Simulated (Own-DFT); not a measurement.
# Strain and stress in 4H SiC, 72 atoms (C36Si36)

Calculated results; nothing here was measured. The program, named Own-DFT, is a retired in-house plane-wave density functional code that no person has reviewed. Each row is one single-point run on a periodic cell that was not relaxed, without spin or spin-orbit coupling.

Settings of every run: PBE; PseudoDojo norm-conserving scalar-relativistic files; cutoff 42 hartree; 4 x 4 x 3 k mesh centred on Gamma; Fermi-Dirac smearing of 0.1 eV.

Known limits: forces on such cells passed a denser k mesh, each cell not checked; stress not checked against mesh or cutoff.

Unstrained cell vectors in Å: (9.248, 0.000, 0.000); (-4.624, 8.009, 0.000); (0.000, 0.000, 10.068). The unstrained cell has measured lattice constants (interpolated for alloys), not those of this functional. That, the random moves and any unrelaxed bonds set the pressure at no strain. Each run strains this cell uniformly, with the atoms carried along. Every atom was also moved at random, by a Gaussian of width 0.05 Å on each axis. Strain is the symmetric tensor, in per cent. Stress is positive in tension, and the pressure is minus a third of its trace.

| run | e_xx (%) | e_yy (%) | e_zz (%) | e_yz (%) | e_xz (%) | e_xy (%) | s_xx (GPa) | s_yy (GPa) | s_zz (GPa) | s_yz (GPa) | s_xz (GPa) | s_xy (GPa) | P (GPa) | E (meV/atom) |
|---|---|---|---|---|---|---|---|---|---|---|---|---|---|---|
| 1 | -0.05 | -1.64 | -1.13 | 1.58 | -0.11 | -0.32 | -7.06 | -15.74 | -14.75 | 5.49 | -0.62 | -0.67 | 12.52 | 57.3 |
| 2 | 1.28 | 1.49 | 1.31 | -1.81 | -0.43 | -0.20 | 4.14 | 4.93 | 0.84 | -5.07 | -1.62 | -0.17 | -3.30 | 13.5 |
| 3 | -1.29 | 0.55 | 0.10 | 0.12 | -0.12 | 0.06 | -13.63 | -1.71 | -4.85 | 1.03 | -1.19 | 0.63 | 6.73 | 7.5 |
| 4 | -1.57 | 1.71 | -1.58 | -0.97 | 0.30 | 0.20 | -13.21 | 2.19 | -15.21 | -3.85 | 1.83 | 0.90 | 8.74 | 31.0 |
| 5 | 1.77 | -1.46 | 0.01 | 1.49 | 0.09 | -1.94 | 2.52 | -11.75 | -6.95 | 5.32 | 1.42 | -8.89 | 5.39 | 40.7 |
| 6 | -1.64 | 0.33 | 0.83 | 0.42 | -0.10 | -0.96 | -13.71 | -6.12 | -1.02 | 2.42 | -1.37 | -2.74 | 6.95 | 45.1 |
| 7 | -0.03 | 0.90 | -0.13 | 0.75 | 0.93 | -1.80 | -3.64 | 0.34 | -10.97 | 0.81 | 2.81 | -7.45 | 4.76 | 65.2 |
| 8 | -1.62 | -0.22 | 1.72 | -0.40 | -0.88 | -1.74 | -15.37 | -7.87 | 3.46 | -1.72 | -4.46 | -9.14 | 6.59 | 47.3 |
| 9 | 1.60 | -0.55 | 0.82 | -1.04 | 0.03 | 0.15 | 3.18 | -6.70 | 0.02 | -3.49 | 0.48 | 0.40 | 1.16 | 13.2 |
| 10 | -1.42 | 0.89 | -0.10 | 0.95 | 0.70 | -0.20 | -11.05 | -1.19 | -6.62 | 2.84 | 2.99 | -1.74 | 6.29 | 0.0 |
| 11 | -0.55 | 1.02 | 1.90 | -0.15 | 0.31 | -0.59 | -7.01 | 0.90 | 5.54 | -0.68 | 1.59 | -3.67 | 0.19 | 7.4 |
| 12 | -0.25 | -0.56 | -1.18 | -1.57 | 0.65 | -1.56 | -10.56 | -7.31 | -15.07 | -4.99 | 1.56 | -7.72 | 10.98 | 53.7 |
| 13 | 0.11 | -1.08 | -0.08 | -0.67 | -1.10 | 0.88 | -3.95 | -10.58 | -8.97 | -2.35 | -3.98 | 3.51 | 7.84 | 24.3 |
| 14 | 1.54 | -1.81 | -1.79 | -1.88 | 1.79 | 0.60 | 1.04 | -16.18 | -17.95 | -6.38 | 6.56 | 3.62 | 11.03 | 56.1 |
| 15 | -0.31 | 0.13 | -1.92 | 0.57 | -1.82 | 0.37 | -8.34 | -3.80 | -17.16 | 1.63 | -5.55 | 1.37 | 9.77 | 17.1 |
| 16 | 1.37 | 0.02 | -1.13 | -1.81 | -0.05 | -0.07 | 3.79 | -3.95 | -14.59 | -5.05 | -0.16 | -0.20 | 4.92 | 24.5 |
| 17 | 1.42 | -1.73 | -1.58 | -0.05 | 0.09 | 1.84 | ? | ? | ? | ? | ? | ? | ? | ? |

E is the free energy for each atom above the lowest run shown.

## Worked fit

Each stress component was fitted by least squares to a constant and the strains of the runs shown, as fractions, with shears doubled. Shear strains stay in the fit of a normal stress only where such slopes are resolved. The slopes, in GPa:

```
stress  at no strain  per e_xx  per e_yy  per e_zz  scatter
  s_xx          -5.3  592 ± 32  122 ± 38   30 ± 30     1.37
  s_yy          -5.1   95 ± 24  594 ± 29   15 ± 23     1.04
  s_zz          -6.9  -17 ± 34   17 ± 40  614 ± 32     1.46
```

Each shear stress against twice its own strain: yz 159 ± 10, xz 179 ± 10, xy 233 ± 16 GPa. These are stiffnesses along x, y and z of the frame in which the cell vectors are given, which need not be the crystal's axes. The atoms are held to the strained lattice; where symmetry lets them move under strain, relaxing them would lower some slopes. The table should be nearly symmetric about its diagonal, and what it lacks of that shows the noise. A ninth of its sum, 229 ± 7 GPa, estimates the bulk modulus near the mean pressure of these runs, 6.3 GPa, so it lies above the value at zero pressure.

## Withheld run

Question: what normal stresses and pressure should run 17 give?

The fit gives s_xx = 0.5, s_yy = -14.3, s_zz = -17.1 and P = 10.3 GPa. The calculation gave -0.96, -13.51, -15.71 and P = 10.06 GPa.
